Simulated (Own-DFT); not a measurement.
# One host, several defects: grey tin

Everything here is calculated. The program is Own-DFT (plane waves, in-house, since retired, never reviewed by a person); positions were held fixed, and spin and spin-orbit coupling were off.

Settings: PBE; PseudoDojo norm-conserving scalar-relativistic files; cutoff 42 hartree; 3 x 3 x 3 k mesh centred on Gamma; cold (Marzari-Vanderbilt) smearing of 0.2 eV.

Limits (not all hold for every row): not probed for a lower state with spin; forces on such cells moved up to 12 meV/angstrom on a denser k mesh; stress not checked against mesh or cutoff.

All runs share one cell, with vectors in Å (12.978, 0.000, 0.000); (0.000, 12.978, 0.000); (0.000, 0.000, 12.978) and a volume of 2185.9 Å³. u is the rms random offset of the atoms per axis. The defect's site can differ from row to row.

| cell | formula | u (Å) | P (GPa) |
|---|---|---|---|
| no defect | Sn64 | 0.0200 | 3.37 |
| no defect | Sn64 | 0.0209 | 3.38 |
| no defect | Sn64 | 0.0472 | 3.58 |
| one Sn vacancy | Sn63 | 0.0286 | ? |
| one Sn vacancy | Sn63 | 0.0305 | 3.27 |
| one Sn vacancy | Sn63 | 0.0494 | 3.42 |
| one Sn vacancy | Sn63 | 0.0505 | 3.39 |
| two Sn vacancies | Sn62 | 0.0292 | 3.13 |
| two Sn vacancies | Sn62 | 0.0319 | 3.16 |
| two Sn vacancies | Sn62 | 0.0508 | 3.35 |

## Analysis

P = P0 + c u² + a shift for each defect gives P0 = 3.33 GPa, c = 109 ± 9 GPa/Å² and a scatter of 0.02 GPa. The shifts, and each times the cell's volume:

- one Sn vacancy: -0.19 ± 0.02 GPa, -2.6 eV
- two Sn vacancies: -0.28 ± 0.02 GPa, -3.9 eV (-1.9 eV for each of its 2 sites)

Against the defect-free cell, a freed cell would be larger where the shift is positive and smaller where it is negative (160.2 GPa Å³ is 1 eV). The atoms around the defects weren't relaxed, which would change these numbers.

## Prediction

Question: what pressure belongs in the blank (one Sn vacancy, u = 0.0286 Å)?

The fit gives 3.23 ± 0.03 GPa. The calculation gave 3.29 GPa.
